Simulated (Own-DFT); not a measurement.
Simulation results for GaN (wurtzite, strained, atoms displaced)

A calculation, not a measurement: plane-wave PBE density functional theory by an unreviewed code, no spin, of a simulated periodic cell, stress positive in tension, free energy of the whole cell less one offset for each atom, forces on such cells passed a denser k mesh, this cell's mesh not checked; offsets are fitted by least squares, one for each functional and potential file, so energies compare only between cells with the same atoms and settings and are not formation energies; the far tail of each file's local potential was reset to the Coulomb form; each entry is a single point on an unrelaxed cell, so the pressure reflects the starting lattice, mostly measured values (interpolated for alloys), from which strain is counted, and rises with the displacements; printed positions are rounded, which can move forces by about a meV/angstrom; the program, named Own-DFT, is a retired in-house code; no spin-orbit coupling. Program: Own-DFT development build.

Common to all runs: functional PBE; potential files PseudoDojo norm-conserving, scalar-relativistic, standard set with the stringent files for Ga; wave cutoff 96 hartree; occupations Gaussian; smearing width 0.01 eV; k mesh 3 x 4 x 3 centred on Gamma.

(1) 
```xyz
96
Lattice="12.7560 0.0000 0.0000 -4.7835 8.2853 0.0000 0.0000 0.0000 10.2922" Properties=species:S:1:pos:R:3:force_x:R:1:force_y:R:1:force_z:R:1 formula=GaN free_energy_of_cell_above_offsets=-4.031 pressure=8.66 stress_xx=-7.1 stress_yy=-7.72 stress_zz=-11.15 stress_yz=-0.08 stress_xz=0.06 stress_xy=0.38
Ga    -0.0337     1.9221     0.0356      1.108     -2.466     -1.557
Ga     1.5712     0.9273     2.5557      1.353     -0.058     -1.095
N     -0.0059     1.8533     1.8563      0.165      0.147      2.074
N      1.5392     0.9254     4.4484      0.364      0.409      1.007
Ga    -0.0389     1.8542     5.1321      0.192     -0.294     -0.062
Ga     1.5993     0.9473     7.6930     -0.309     -0.813      1.083
N      0.0003     1.7999     7.0817      -0.57      1.024      0.149
N      1.6591     0.8976     9.6567     -1.376      0.703      0.143
Ga    -1.5771     4.5893    10.2417     -0.878      1.106      1.366
Ga     0.0387     3.7402     2.5746     -0.424      -0.76       0.21
N     -1.5489     4.5843     2.0113     -1.016     -0.385     -1.183
N      0.0447     3.7061     4.5283     -0.874     -0.486     -0.315
Ga    -1.5836     4.5697     5.1489     -0.557      0.812      0.071
Ga     0.0420     3.6568     7.7671     -1.231     -0.144     -1.348
N     -1.5543     4.6679     7.1064     -0.584     -2.432       0.05
N      0.0027     3.6594     9.6941     -0.647      0.547     -1.096
Ga    -3.2193     7.3524     0.0842      0.576      0.891     -1.699
Ga    -1.5668     6.4215     2.5268      0.675      0.346      0.045
N     -3.1283     7.2961     1.9132     -1.382      1.045      2.051
N     -1.6026     6.4677     4.4538     -0.037     -0.696      0.892
Ga    -3.2083     7.3758     5.0832      1.113      0.533      1.412
Ga    -1.5257     6.3932     7.7635     -1.192      1.753     -0.831
N     -3.2474     7.4235     7.1233      1.346     -0.831     -1.244
N     -1.6101     6.5337     9.6342      0.512     -1.517      1.005
Ga     3.2313     1.8572    10.1912     -0.656     -1.389      1.841
Ga     4.8094     0.9626     2.6174     -0.681     -0.519      -0.88
N      3.2326     1.9016     1.8893     -0.681     -0.411      0.309
N      4.7753     0.9509     4.5266     -0.778     -0.671      0.589
Ga     3.1657     1.8684     5.2551      -0.03     -0.561     -2.219
Ga     4.7800     0.8782     7.8114      0.369      0.018     -2.331
N      3.1519     1.8252     7.1016      1.072      1.081      1.073
N      4.7817     0.9057     9.6512      0.961      0.382      0.668
Ga     1.5479     4.5580    10.1999      1.433      0.991        2.1
Ga     3.1758     3.7094     2.6034      0.007     -0.018     -1.007
N      1.5206     4.6960     1.9259      1.636     -1.058     -0.618
N      3.1898     3.6814     4.5248     -0.802      0.146      0.426
Ga     1.5506     4.6751     5.1490       1.05     -0.554     -1.209
Ga     3.1283     3.7685     7.7783      0.194     -1.057     -1.934
N      1.4866     4.6547     6.9929      1.554     -0.632      2.391
N      3.1745     3.6097     9.6405       0.27      2.352       0.02
Ga     0.0128     7.3820    10.2868       0.06     -0.316      0.232
Ga     1.6628     6.4535     2.6185     -0.328      1.334      -1.44
N      0.0274     7.3929     1.8911      0.203     -0.074      1.091
N      1.6283     6.4809     4.5102     -0.523      -0.45      0.318
Ga    -0.0104     7.2772     5.1848      0.072      1.459     -0.864
Ga     1.6529     6.3937     7.8032     -0.613      1.309     -1.835
N      0.0568     7.3293     7.0692     -0.154      0.295       1.15
N      1.6462     6.4199     9.6573      -0.91     -0.427      0.485
Ga     6.4120     1.8784    10.2518     -0.406     -0.897      0.732
Ga     7.9522     0.8794     2.4888      0.301      1.939      2.044
N      6.3964     1.8131     1.9367     -0.512      0.882     -0.224
N      7.9808     0.8047     4.5377     -0.274      2.771     -0.537
Ga     6.3085     1.8650     5.1559      1.493     -0.925     -0.504
Ga     8.0492     0.9634     7.5975     -2.066     -1.416      1.484
N      6.4256     1.8087     7.0644      -1.21      0.171      0.631
N      7.9322     0.8302     9.6823      0.507      1.717     -1.834
Ga     4.8480     4.6240    10.2047     -0.157     -1.278      1.471
Ga     6.3482     3.6564     2.5966      0.951      0.182       -0.6
N      4.8145     4.6056     1.9292     -0.582     -0.065     -0.405
N      6.3822     3.7149     4.5537     -0.357     -0.287     -0.372
Ga     4.7536     4.5576     5.1676      0.089      0.931     -1.433
Ga     6.3142     3.6549     7.6362      1.762     -0.069      1.076
N      4.7944     4.5954     7.0399     -1.141      0.386      1.397
N      6.4642     3.6608     9.6536     -0.869      0.855     -0.742
Ga     3.2068     7.3552    10.2270     -1.186      0.018      1.869
Ga     4.8587     6.4378     2.5403     -2.177     -0.165      0.205
N      3.2342     7.4940     1.8990     -0.086     -4.144     -0.432
N      4.7586     6.4356     4.4738      0.868     -0.718      0.755
Ga     3.2171     7.3488     5.1213     -0.104     -0.276      0.407
Ga     4.7067     6.4373     7.6850      1.489      0.018      0.643
N      3.2212     7.3771     7.0875     -0.733     -0.284     -0.093
N      4.7085     6.4354     9.7620      2.048     -0.144     -2.385
Ga     9.5383     1.7634    10.2027     -0.353      0.944      1.777
Ga    11.2408     0.8733     2.5301      -1.99      0.818      0.276
N      9.4784     1.8551     1.9237      1.963     -0.131     -0.331
N     11.0850     0.9437     4.5031      1.776     -0.645     -0.291
Ga     9.6033     1.8748     5.0978     -2.011      -0.56      0.152
Ga    11.1476     0.9185     7.7461      0.265      0.488     -1.361
N      9.5438     1.8399     7.0753      2.014      0.426     -0.214
N     11.1646     0.8735     9.6183     -0.079      1.656      0.619
Ga     8.0659     4.5839     0.0646     -2.966      2.109      0.029
Ga     9.5337     3.6548     2.6969      0.461      0.125     -2.628
N      8.0316     4.6098     1.9223     -1.042      0.323      2.155
N      9.4560     3.7053     4.5381      1.581      -0.01      1.075
Ga     7.9351     4.6434     5.1583      0.139     -0.032      0.939
Ga     9.4808     3.5912     7.8100      1.006      1.872      -0.75
N      8.0032     4.5523     7.1196     -1.205      1.367     -0.347
N      9.4843     3.7452     9.7381      3.465     -2.569     -1.636
Ga     6.3595     7.4028    10.1987      0.401     -1.771      1.801
Ga     7.9131     6.4921     2.6997      1.413     -1.221     -2.409
N      6.3623     7.3113     1.9921      1.254      1.498     -1.482
N      7.9786     6.5052     4.5598     -0.775     -0.854        0.4
Ga     6.3621     7.3290     5.1906     -0.799      0.855     -1.583
Ga     7.9080     6.5934     7.6767      1.815     -2.477      1.604
N      6.3884     7.4105     7.0439     -1.878     -0.248      1.184
N      7.9923     6.4968     9.7548     -1.153     -0.831      -1.61
```

Units: free_energy_of_cell_above_offsets in eV; pressure, stress_xx, stress_yy, stress_zz, stress_yz, stress_xz, stress_xy in GPa; force_x, force_y, force_z in eV/Å.

(2) 
```xyz
96
Lattice="12.7560 0.0000 0.0000 -4.7835 8.2853 0.0000 0.0000 0.0000 10.2922" Properties=species:S:1:pos:R:3:force_x:R:1:force_y:R:1:force_z:R:1 formula=GaN free_energy_of_cell_above_offsets=-4.542 pressure=8.5 stress_xx=-6.83 stress_yy=-8.14 stress_zz=-10.52 stress_yz=0.2 stress_xz=-0.31 stress_xy=1.41
Ga     0.0327     1.8389     0.0174      -0.43     -0.208     -1.426
Ga     1.5172     0.8953     2.6243      1.405      0.213     -1.159
N     -0.0210     1.8510     1.8664      0.668      0.525      1.342
N      1.5024     0.9889     4.5016      1.252     -0.693      0.772
Ga    -0.0962     1.8955     5.0745       1.46      -0.88      1.468
Ga     1.5137     0.9470     7.6965      1.647     -0.758      0.884
N      0.0813     1.8971     7.0475     -2.221      0.065      -0.07
N      1.6274     0.9659     9.7266     -0.335     -0.844     -1.245
Ga    -1.6725     4.6479    10.2916       0.74     -1.404      0.569
Ga     0.0583     3.7257     2.5291      0.487     -0.592      0.614
N     -1.5041     4.5916     2.0227     -1.981     -0.528     -1.623
N     -0.1424     3.6510     4.5458      3.185      1.017     -1.527
Ga    -1.5462     4.5901     5.1905      -0.71      1.846     -0.092
Ga    -0.0354     3.7047     7.7837      0.169     -0.784     -1.727
N     -1.6048     4.6401     7.1100       0.17     -1.169     -0.181
N     -0.0315     3.6432     9.6184     -0.115      0.735      1.644
Ga    -3.1249     7.3812     0.0311     -0.514      0.118     -1.149
Ga    -1.5901     6.3873     2.5374     -0.156      1.044      0.489
N     -3.1732     7.3481     1.9051     -0.239     -0.227      1.209
N     -1.5832     6.4797     4.4709     -0.041     -0.698      0.862
Ga    -3.1862     7.3144     5.1445      0.287      1.429      0.489
Ga    -1.5085     6.3668     7.7487     -0.926      2.267     -0.184
N     -3.1737     7.3579     7.1375     -0.013     -0.359     -0.474
N     -1.5363     6.4108     9.6562     -0.266      0.979       0.49
Ga     3.1964     1.9092    10.2744     -0.466     -1.103      0.728
Ga     4.8004     0.9407     2.5995     -1.166     -0.744     -0.495
N      3.2166     1.7631     1.8926     -0.687      1.216      1.259
N      4.7723     0.8591     4.4887      0.307      1.519      1.281
Ga     3.2085     1.8534     5.2191     -0.823      -0.55     -1.467
Ga     4.8708     0.8297     7.6992      -1.97      2.611      1.501
N      3.1401     1.8596     7.0867      1.359     -0.113      0.964
N      4.7306     0.9762     9.7077      1.418     -0.955     -1.045
Ga     1.6505     4.5998    10.1023     -2.003     -0.058      2.639
Ga     3.1647     3.7244     2.5756      0.735     -1.651      -0.29
N      1.6813     4.5972     1.9257     -1.371      1.157     -0.782
N      3.1657     3.7184     4.5377      2.266     -0.907     -0.535
Ga     1.6538     4.5272     5.1370     -2.457      0.895     -0.078
Ga     3.1824     3.7159     7.7535      0.159     -0.756     -1.098
N      1.5633     4.5777     7.0434      0.294     -0.063      0.687
N      3.1296     3.6466     9.6418      2.008      1.125     -0.364
Ga     0.0110     7.4155     0.0309     -0.217     -0.531      0.002
Ga     1.5905     6.5566     2.5984      0.401     -1.898     -0.675
N      0.0027     7.3325     1.9840     -0.127      0.805     -0.699
N      1.6097     6.3997     4.4972      0.132      0.303      0.723
Ga     0.0048     7.3536     5.1268      0.146     -0.312      0.388
Ga     1.5972     6.3660     7.6882      0.302      1.025     -0.349
N      0.0691     7.4305     7.1362     -0.593     -3.035     -1.497
N      1.5290     6.4006     9.6021      0.888      1.166       0.54
Ga     6.3885     1.7778     0.0316     -0.476      0.781      0.225
Ga     8.0071     0.8587     2.5162     -0.247      1.438      1.514
N      6.3668     1.8085     2.0480      1.025      0.575     -1.369
N      8.0289     0.9378     4.5238     -0.966     -0.173      0.075
Ga     6.3402     1.9321     5.1822       0.43     -2.029     -1.387
Ga     8.0038     0.9991     7.6984      0.121       -1.8     -0.133
N      6.3682     1.8130     7.0895      0.587      0.499     -0.159
N      7.9736     0.8613     9.6173     -0.196      0.929      0.603
Ga     4.8385     4.6283     0.0069      -1.26      -1.14     -1.252
Ga     6.3090     3.7046     2.5438      1.204     -0.489     -0.516
N      4.7681     4.5889     1.8282      0.053      0.699      2.909
N      6.3806     3.7011     4.4723      0.228      0.344      0.393
Ga     4.8432     4.6353     5.1198     -1.107     -0.938      0.992
Ga     6.3108     3.6393     7.6486      1.887      0.088      1.843
N      4.8640     4.6376     7.1555      -1.63     -0.671     -1.718
N      6.3192     3.6608     9.6882       1.01      -0.78     -0.784
Ga     3.1971     7.3553    10.2111     -0.508     -1.106      0.345
Ga     4.8108     6.4506     2.6148     -0.089      0.167     -1.094
N      3.1875     7.3983     1.8996      0.573     -1.211     -0.122
N      4.8114     6.4200     4.5743     -0.553      0.284     -1.053
Ga     3.2086     7.3493     5.1321     -0.691      0.424      0.813
Ga     4.8354     6.4064     7.7206     -0.507      1.156      0.476
N      3.2214     7.2843     7.1294     -0.018      1.047     -0.526
N      4.7885     6.3744     9.6830     -0.146      1.318     -0.712
Ga     9.5148     1.8129     0.0732      1.069      0.558     -1.664
Ga    11.2512     0.9151     2.5115     -1.142      0.204      1.184
N      9.5847     1.8309     1.9768      0.134     -0.494     -0.366
N     11.2103     0.9315     4.4886     -1.948     -1.292      0.086
Ga     9.5730     1.8306     5.2258      0.885     -0.241     -0.995
Ga    11.2180     0.8708     7.7075      1.248        1.5     -0.622
N      9.6711     1.7314     7.1543     -1.412      1.909     -0.804
N     11.2014     0.8471     9.5437     -0.524      1.411      2.518
Ga     7.9025     4.6116     0.0496      0.503     -0.506     -1.755
Ga     9.5458     3.6221     2.5935      1.172      0.868      0.582
N      8.0409     4.5724     1.8817     -1.154      0.115      2.346
N      9.6782     3.6900     4.6019     -2.017     -0.603     -0.946
Ga     8.0202     4.5626     5.1506      0.258      0.862     -0.617
Ga     9.5426     3.6963     7.6820      0.875     -0.744      0.832
N      8.0080     4.5701     7.0668     -1.556      0.316      -0.04
N      9.4989     3.6924     9.6293      0.323     -0.675      0.617
Ga     6.3475     7.3866    10.1917      1.176     -1.018      1.523
Ga     7.9735     6.4277     2.6255       0.46      0.015     -2.528
N      6.4119     7.3967     1.9752      -0.59     -1.049     -1.041
N      7.9989     6.5023     4.4350     -0.872      -1.37      2.665
Ga     6.3280     7.3150     5.1951      1.851      1.606     -0.734
Ga     7.9077     6.4611     7.7249      2.322     -0.942      0.643
N      6.4214     7.3940     7.1308     -1.004     -1.222     -1.063
N      8.0286     6.3852     9.6897     -0.841      1.144     -0.496
```

Units: free_energy_of_cell_above_offsets in eV; pressure, stress_xx, stress_yy, stress_zz, stress_yz, stress_xz, stress_xy in GPa; force_x, force_y, force_z in eV/Å.
